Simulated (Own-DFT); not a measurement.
# Response to strain: 2H SiC, 72 atoms (C36Si36)

All numbers below are calculated, not measured. They come from Own-DFT, an in-house plane-wave density functional program, since retired, whose code no person has reviewed. Each row is one single-point run on a periodic cell that was not relaxed, without spin or spin-orbit coupling.

Settings of every run: PBE; PseudoDojo norm-conserving scalar-relativistic files; cutoff 42 hartree; 4 x 4 x 3 k mesh centred on Gamma; Fermi-Dirac smearing of 0.1 eV.

Known limits: forces on such cells passed a denser k mesh, each cell not checked; stress not checked against mesh or cutoff.

Unstrained cell vectors in Å: (9.248, 0.000, 0.000); (-4.624, 8.009, 0.000); (0.000, 0.000, 10.068). The unstrained cell has measured lattice constants (interpolated for alloys), not those of this functional. That, the random moves and any unrelaxed bonds set the pressure at no strain. Each run strains this cell uniformly, with the atoms carried along. Every atom was also moved at random, by a Gaussian of width 0.05 Å on each axis. Strain is the symmetric tensor, in per cent. Stress is positive in tension, and the pressure is minus a third of its trace.

| run | e_xx (%) | e_yy (%) | e_zz (%) | e_yz (%) | e_xz (%) | e_xy (%) | s_xx (GPa) | s_yy (GPa) | s_zz (GPa) | s_yz (GPa) | s_xz (GPa) | s_xy (GPa) | P (GPa) | E (meV/atom) |
|---|---|---|---|---|---|---|---|---|---|---|---|---|---|---|
| 1 | -1.46 | 1.68 | 0.53 | 0.72 | -1.01 | -1.54 | -10.18 | 3.27 | -3.78 | 2.42 | -2.47 | -5.81 | 3.57 | 19.5 |
| 2 | 1.08 | -0.01 | 1.36 | 0.77 | -1.28 | -0.03 | 0.85 | -1.99 | 0.05 | 2.23 | -4.86 | -1.43 | 0.36 | 10.7 |
| 3 | 1.11 | -1.53 | -0.65 | 1.97 | 1.85 | 1.01 | -1.20 | -12.18 | -11.15 | 6.59 | 7.34 | 4.83 | 8.18 | 30.0 |
| 4 | -0.30 | -0.46 | -1.74 | -0.25 | 1.75 | 0.85 | -6.42 | -6.89 | -20.90 | -0.15 | 5.46 | 3.78 | 11.40 | 29.5 |
| 5 | 0.77 | -0.22 | 1.30 | -1.57 | 1.28 | -0.70 | 0.15 | -3.72 | -0.32 | -4.53 | 4.99 | -3.31 | 1.30 | 6.0 |
| 6 | -1.76 | 1.38 | 1.57 | 0.99 | -0.14 | 0.25 | -12.22 | 2.03 | 1.87 | 3.68 | -0.07 | 2.14 | 2.78 | 18.3 |
| 7 | -1.44 | -1.64 | -1.40 | -1.58 | 0.14 | 1.23 | -18.50 | -15.31 | -17.18 | -5.39 | 1.17 | 4.03 | 17.00 | 65.7 |
| 8 | -1.49 | -1.10 | -0.15 | 1.55 | 1.00 | -0.59 | -13.37 | -13.87 | -9.21 | 4.62 | 3.67 | -2.44 | 12.15 | 30.6 |
| 9 | 0.53 | -0.88 | 1.87 | -0.27 | -0.22 | 1.39 | -3.14 | -7.81 | 4.54 | -0.73 | -1.16 | 6.05 | 2.14 | 16.2 |
| 10 | 0.49 | 1.26 | 0.71 | -0.87 | 0.69 | 0.95 | 0.16 | 3.02 | -2.89 | -3.35 | 1.95 | 4.32 | -0.10 | 0.0 |
| 11 | -1.26 | -1.69 | 1.17 | 1.45 | -0.78 | 1.63 | -11.81 | -16.46 | -1.67 | 5.86 | -2.29 | 8.67 | 9.98 | 29.3 |
| 12 | 1.16 | 0.44 | 0.96 | 1.42 | 0.31 | -1.88 | 3.13 | -0.99 | -2.79 | 5.36 | 0.96 | -7.91 | 0.21 | 20.3 |
| 13 | 1.77 | -1.45 | 0.96 | -1.26 | -1.01 | -0.85 | 3.98 | -10.78 | -2.87 | -4.48 | -2.93 | -3.74 | 3.22 | 37.1 |
| 14 | -0.52 | -0.16 | -0.02 | 0.84 | 0.72 | 0.22 | -10.14 | -3.60 | -7.20 | 1.85 | 2.50 | 0.88 | 6.98 | 15.4 |
| 15 | 1.22 | 1.56 | 0.76 | -0.74 | 1.93 | 1.94 | 2.73 | 3.78 | -1.68 | -2.73 | 6.18 | 8.17 | -1.61 | 27.3 |
| 16 | 1.13 | -1.75 | -1.71 | 1.54 | -0.59 | 1.05 | -0.64 | -13.65 | -18.99 | 5.32 | -1.74 | 4.59 | 11.10 | 32.1 |
| 17 | -1.48 | 1.86 | -0.39 | -1.88 | 0.07 | -1.28 | ? | ? | ? | ? | ? | ? | ? | ? |

E is the free energy for each atom above the lowest run shown.

## Worked fit

Each stress component was fitted by least squares to a constant and the strains of the runs shown, as fractions, with shears doubled. Shear strains stay in the fit of a normal stress only where such slopes are resolved. The slopes, in GPa:

```
stress,at no strain,per e_xx,per e_yy,per e_zz,scatter
s_xx,-5.0,553 ± 31,115 ± 34,51 ± 36,1.46
s_yy,-4.5,110 ± 26,562 ± 28,16 ± 30,1.21
s_zz,-8.0,8 ± 20,32 ± 22,630 ± 23,0.94
```

Each shear stress against twice its own strain: yz 168 ± 7, xz 172 ± 8, xy 219 ± 9 GPa. These are stiffnesses along x, y and z of the frame in which the cell vectors are given, which need not be the crystal's axes. The atoms are held to the strained lattice; where symmetry lets them move under strain, relaxing them would lower some slopes. The table should be nearly symmetric about its diagonal, and what it lacks of that shows the noise. A ninth of its sum, 231 ± 4 GPa, estimates the bulk modulus near the mean pressure of these runs, 5.5 GPa, so it lies above the value at zero pressure.

## Withheld run

Question: what normal stresses and pressure should run 17 give?

The fit gives s_xx = -11.2, s_yy = 4.3, s_zz = -9.9 and P = 5.6 GPa. The calculation gave -9.74, 3.72, -10.92 and P = 5.65 GPa.
